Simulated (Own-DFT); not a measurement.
# Which defects push the lattice out? D0_22 TiAl3

Calculated, not measured: single-point runs of Own-DFT, a retired in-house plane-wave DFT program that no person has reviewed, on unrelaxed cells, without spin or spin-orbit coupling.

Settings: PBE; PseudoDojo norm-conserving scalar-relativistic files; cutoff 42 hartree; 4 x 4 x 4 k mesh centred on Gamma; cold (Marzari-Vanderbilt) smearing of 0.2 eV.

Keep in mind: forces on such cells failed a check on a denser k mesh; stress not checked against mesh or cutoff.

All runs share one cell, with vectors in Å (-2.365, -6.981, 4.326); (-7.667, 3.491, 1.442); (-2.950, -3.488, -7.241) and a volume of 625.4 Å³. u is the rms random offset of the atoms per axis. The defect's site can differ from row to row.

| cell | formula | u (Å) | P (GPa) |
|---|---|---|---|
| no defect | Al30Ti10 | 0.0177 | 1.96 |
| no defect | Al30Ti10 | 0.0184 | 1.97 |
| no defect | Al30Ti10 | 0.0447 | 2.44 |
| two Ti on an Al site each | Al28Ti12 | 0.0283 | ? |
| two Ti on an Al site each | Al28Ti12 | 0.0304 | 3.31 |
| two Ti on an Al site each | Al28Ti12 | 0.0488 | 3.88 |
| two Ti on an Al site each | Al28Ti12 | 0.0490 | 3.72 |
| two Al on a Ti site each | Al32Ti8 | 0.0277 | 2.86 |
| two Al on a Ti site each | Al32Ti8 | 0.0306 | 2.94 |
| two Al on a Ti site each | Al32Ti8 | 0.0478 | 3.35 |
| two Al vacancies | Al28Ti10 | 0.0278 | 1.09 |
| two Al vacancies | Al28Ti10 | 0.0491 | 1.70 |
| two Al vacancies | Al28Ti10 | 0.0551 | 1.89 |
| one Ti vacancy | Al30Ti9 | 0.0305 | 1.97 |
| one Ti vacancy | Al30Ti9 | 0.0450 | 2.08 |
| one Ti vacancy | Al30Ti9 | 0.0471 | 2.40 |

## Fit

P = P0 + c u² + a shift for each defect gives P0 = 1.84 GPa, c = 317 ± 29 GPa/Å² and a scatter of 0.08 GPa. The shifts, and each times the cell's volume:

- two Ti on an Al site each: 1.19 ± 0.08 GPa, 4.6 eV (2.3 eV for each of its 2 sites)
- two Al on a Ti site each: 0.79 ± 0.07 GPa, 3.1 eV (1.5 eV for each of its 2 sites)
- one Ti vacancy: -0.24 ± 0.07 GPa, -0.9 eV
- two Al vacancies: -0.94 ± 0.08 GPa, -3.7 eV (-1.8 eV for each of its 2 sites)

A positive shift means that the defect pushes the cell outwards. Shift times volume (160.2 GPa Å³ is 1 eV) depends little on the cell's size, so, taken for each site, it can be compared between cells at like pressure. The atoms around the defects weren't relaxed, which would change these numbers.

## Prediction

The question: what pressure belongs in the blank (two Ti on an Al site each, u = 0.0283 Å)?

The fitted form gives 3.29 ± 0.10 GPa. The hidden result is 3.40 GPa.
